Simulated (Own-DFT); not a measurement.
# Response to strain: wurtzite GaN, 72 atoms (Ga36N36)

Calculated results; nothing here was measured. The program, named Own-DFT, is a retired in-house plane-wave density functional code that no person has reviewed. Each row is one single-point run on a periodic cell that was not relaxed, without spin or spin-orbit coupling.

Settings of every run: PBE; PseudoDojo norm-conserving scalar-relativistic files (stringent for Ga); cutoff 96 hartree; 4 x 4 x 3 k mesh centred on Gamma; Gaussian smearing of 0.01 eV.

Known limits: forces not confirmed at this smearing and k mesh; stress not checked against mesh or cutoff.

Unstrained cell vectors in Å: (9.567, 0.000, 0.000); (-4.784, 8.285, 0.000); (0.000, 0.000, 10.370). The unstrained cell has measured lattice constants (interpolated for alloys), not those of this functional. That, the random moves and any unrelaxed bonds set the pressure at no strain. Each run strains this cell uniformly, with the atoms carried along. Every atom was also moved at random, by a Gaussian of width 0.05 Å on each axis. Strain is the symmetric tensor, in per cent. Stress is positive in tension, and the pressure is minus a third of its trace.

| run | e_xx (%) | e_yy (%) | e_zz (%) | e_yz (%) | e_xz (%) | e_xy (%) | s_xx (GPa) | s_yy (GPa) | s_zz (GPa) | s_yz (GPa) | s_xz (GPa) | s_xy (GPa) | P (GPa) | E (meV/atom) |
|---|---|---|---|---|---|---|---|---|---|---|---|---|---|---|
| 1 | 0.09 | -1.15 | -0.11 | -1.97 | 1.26 | -0.25 | -7.69 | -12.66 | -7.85 | -4.24 | 2.53 | -1.98 | 9.40 | 7.1 |
| 2 | -1.20 | -1.37 | -1.83 | 1.54 | 0.83 | -1.44 | -16.07 | -16.49 | -20.08 | 3.74 | 2.40 | -4.72 | 17.55 | 65.1 |
| 3 | 1.71 | -1.29 | 0.89 | 0.00 | -1.45 | -0.28 | -1.24 | -10.17 | -3.23 | -0.19 | -3.45 | -0.16 | 4.88 | 12.6 |
| 4 | -0.61 | 0.02 | -1.38 | 0.42 | -0.42 | 1.47 | -10.00 | -9.49 | -14.91 | 1.49 | -1.39 | 5.10 | 11.47 | 27.3 |
| 5 | -0.27 | 0.65 | -0.96 | -1.23 | 0.70 | -1.18 | -9.09 | -4.74 | -10.61 | -1.79 | 2.07 | -3.41 | 8.15 | 12.1 |
| 6 | 0.01 | 0.01 | -0.23 | 1.87 | 0.46 | -1.48 | -7.60 | -8.86 | -7.31 | 5.41 | 0.89 | -4.71 | 7.92 | 13.8 |
| 7 | -0.17 | -1.39 | 1.53 | 1.29 | 1.80 | -0.33 | -9.00 | -12.09 | -1.64 | 3.00 | 4.08 | -1.08 | 7.58 | 22.9 |
| 8 | -1.84 | 1.63 | -1.21 | -1.06 | 0.01 | 1.24 | -16.54 | -2.96 | -11.55 | -2.23 | -0.17 | 4.94 | 10.35 | 23.1 |
| 9 | -1.60 | -1.62 | 1.77 | -1.19 | 0.04 | -0.39 | -14.01 | -13.99 | -2.00 | -2.06 | -0.46 | -2.98 | 10.00 | 15.9 |
| 10 | -1.29 | 1.71 | 1.06 | -0.61 | -0.57 | -0.90 | -10.06 | -1.10 | -2.14 | -1.38 | -2.07 | -2.17 | 4.43 | 5.6 |
| 11 | 1.98 | 1.65 | 0.14 | 0.92 | -0.29 | -1.13 | 2.46 | 2.01 | -5.82 | 2.07 | -0.79 | -2.49 | 0.45 | 0.0 |
| 12 | -1.94 | 0.06 | -0.31 | 1.79 | -0.14 | -1.16 | -16.03 | -9.87 | -8.25 | 3.36 | 0.11 | -2.81 | 11.38 | 16.7 |
| 13 | 1.62 | -0.10 | -1.78 | -0.80 | 1.54 | -0.28 | -0.57 | -7.16 | -15.49 | -2.07 | 2.84 | -1.07 | 7.74 | 13.2 |
| 14 | -0.35 | 0.08 | 0.04 | -0.47 | -1.12 | -0.62 | -9.38 | -5.01 | -7.13 | -0.76 | -2.51 | -0.44 | 7.17 | 0.1 |
| 15 | 0.75 | 0.67 | -0.63 | 0.14 | 0.35 | 0.60 | ? | ? | ? | ? | ? | ? | ? | ? |

E is the free energy for each atom above the lowest run shown.

## Worked fit

Each stress component was fitted by least squares to a constant and the strains of the runs shown, as fractions, with shears doubled. Shear strains stay in the fit of a normal stress only where such slopes are resolved. The slopes, in GPa:

| stress | at no strain | per e_xx | per e_yy | per e_zz | scatter |
|---|---|---|---|---|---|
| s_xx | -7.5 | 443 ± 19 | 85 ± 22 | 72 ± 22 | 0.91 |
| s_yy | -7.2 | 112 ± 21 | 432 ± 24 | 89 ± 24 | 0.98 |
| s_zz | -7.4 | 35 ± 26 | 99 ± 29 | 478 ± 29 | 1.21 |

Each shear stress against twice its own strain: yz 110 ± 8, xz 111 ± 6, xy 162 ± 11 GPa. These are stiffnesses along x, y and z of the frame in which the cell vectors are given, which need not be the crystal's axes. The atoms are held to the strained lattice; where symmetry lets them move under strain, relaxing them would lower some slopes. The table should be nearly symmetric about its diagonal, and what it lacks of that shows the noise. A ninth of its sum, 205 ± 7 GPa, estimates the bulk modulus near the mean pressure of these runs, 8.5 GPa, so it lies above the value at zero pressure.

## Withheld run

Question: what normal stresses and pressure should run 15 give?

The fit gives s_xx = -4.0, s_yy = -4.0, s_zz = -9.5 and P = 5.9 GPa. The calculation gave -4.11, -5.90, -7.80 and P = 5.94 GPa.
